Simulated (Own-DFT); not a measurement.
# How strain changes the stress of wurtzite GaN, 72 atoms (Ga36N36)

Calculated results; nothing here was measured. The program, named Own-DFT, is a retired in-house plane-wave density functional code that no person has reviewed. Each row is one single-point run on a periodic cell that was not relaxed, without spin or spin-orbit coupling.

Settings of every run: PBE; PseudoDojo norm-conserving scalar-relativistic files (stringent for Ga); cutoff 96 hartree; 4 x 4 x 3 k mesh centred on Gamma; Gaussian smearing of 0.01 eV.

Known limits: forces not confirmed at this smearing and k mesh; stress not checked against mesh or cutoff.

Unstrained cell vectors in Å: (9.567, 0.000, 0.000); (-4.784, 8.285, 0.000); (0.000, 0.000, 10.370). The unstrained cell has measured lattice constants (interpolated for alloys), not those of this functional. That, the random moves and any unrelaxed bonds set the pressure at no strain. Each run strains this cell uniformly, with the atoms carried along. Every atom was also moved at random, by a Gaussian of width 0.05 Å on each axis. Strain is the symmetric tensor, in per cent. Stress is positive in tension, and the pressure is minus a third of its trace.

```
run,e_xx (%),e_yy (%),e_zz (%),e_yz (%),e_xz (%),e_xy (%),s_xx (GPa),s_yy (GPa),s_zz (GPa),s_yz (GPa),s_xz (GPa),s_xy (GPa),P (GPa),E (meV/atom)
1,1.97,-0.64,1.53,1.03,0.47,0.39,1.57,-6.99,0.11,2.46,0.68,1.27,1.77,0.0
2,-0.69,0.55,-0.68,-1.47,-1.12,-1.70,-11.36,-8.11,-9.75,-3.21,-2.35,-7.51,9.74,41.1
3,-1.96,1.64,-0.78,-1.71,0.83,1.25,-15.59,-3.18,-11.37,-3.85,3.03,5.60,10.05,36.3
4,0.76,-0.43,-1.02,0.68,0.87,-1.76,-5.92,-9.86,-11.52,2.08,1.94,-7.43,9.10,28.1
5,1.07,-0.25,-0.45,0.86,1.38,-0.62,-5.26,-7.22,-7.57,2.19,3.46,-3.86,6.68,16.7
6,-1.80,-1.06,0.04,1.77,-1.36,1.29,-15.97,-14.38,-9.07,4.70,-3.06,4.98,13.14,33.1
7,0.19,1.34,-1.20,0.95,1.39,1.31,-4.62,-3.62,-12.51,2.13,3.65,3.96,6.92,17.1
8,0.07,0.15,0.02,1.23,0.38,-0.47,-8.60,-4.00,-6.52,2.56,0.05,-1.16,6.37,6.7
9,0.73,-0.84,-0.59,-0.15,-1.03,-1.20,-4.79,-10.30,-10.82,0.01,-1.38,-3.66,8.64,22.2
10,-0.95,0.67,0.63,1.59,-1.27,-0.67,-8.21,-5.05,-5.93,3.74,-2.64,-1.87,6.40,12.6
11,-0.29,-0.57,-0.01,-1.24,-1.44,-0.95,-8.28,-10.22,-7.36,-2.36,-3.91,-2.45,8.62,13.2
12,-1.27,0.40,0.88,-0.93,-0.12,-1.65,-10.26,-6.98,-3.91,-1.78,-0.25,-4.75,7.05,13.7
13,1.58,-0.65,1.62,-0.89,-1.36,-1.58,-0.79,-6.72,-0.89,-1.81,-3.57,-4.24,2.80,9.4
14,0.54,1.92,-0.94,-0.70,0.35,-1.80,-5.53,1.42,-9.64,-1.73,0.53,-4.45,4.58,11.8
15,1.52,1.64,-1.45,1.46,-1.27,-0.04,-2.07,-0.47,-10.26,3.41,-2.86,-0.70,4.27,19.3
16,-0.97,0.76,1.80,1.12,-1.80,-1.11,-10.89,-3.83,1.21,2.41,-4.24,-4.36,4.50,7.7
17,0.95,1.44,-1.95,0.67,-1.41,0.91,?,?,?,?,?,?,?,?
```

E is the free energy for each atom above the lowest run shown.

## Worked fit

Each stress component was fitted by least squares to a constant and the strains of the runs shown, as fractions, with shears doubled. Shear strains stay in the fit of a normal stress only where such slopes are resolved. The slopes, in GPa:

| stress | at no strain | per e_xx | per e_yy | per e_zz | scatter |
|---|---|---|---|---|---|
| s_xx | -7.6 | 392 ± 29 | 65 ± 40 | 81 ± 37 | 1.36 |
| s_yy | -7.5 | 123 ± 23 | 428 ± 31 | 98 ± 29 | 1.05 |
| s_zz | -7.3 | 70 ± 19 | 73 ± 26 | 425 ± 24 | 0.88 |

Each shear stress against twice its own strain: yz 113 ± 2, xz 115 ± 7, xy 185 ± 16 GPa. These are stiffnesses along x, y and z of the frame in which the cell vectors are given, which need not be the crystal's axes. The atoms are held to the strained lattice; where symmetry lets them move under strain, relaxing them would lower some slopes. The table should be nearly symmetric about its diagonal, and what it lacks of that shows the noise. A ninth of its sum, 195 ± 7 GPa, estimates the bulk modulus near the mean pressure of these runs, 6.9 GPa, so it lies above the value at zero pressure.

## Withheld run

Question: what normal stresses and pressure should run 17 give?

The fit gives s_xx = -4.5, s_yy = -2.0, s_zz = -13.9 and P = 6.8 GPa. The calculation gave -2.69, -2.17, -13.48 and P = 6.12 GPa.
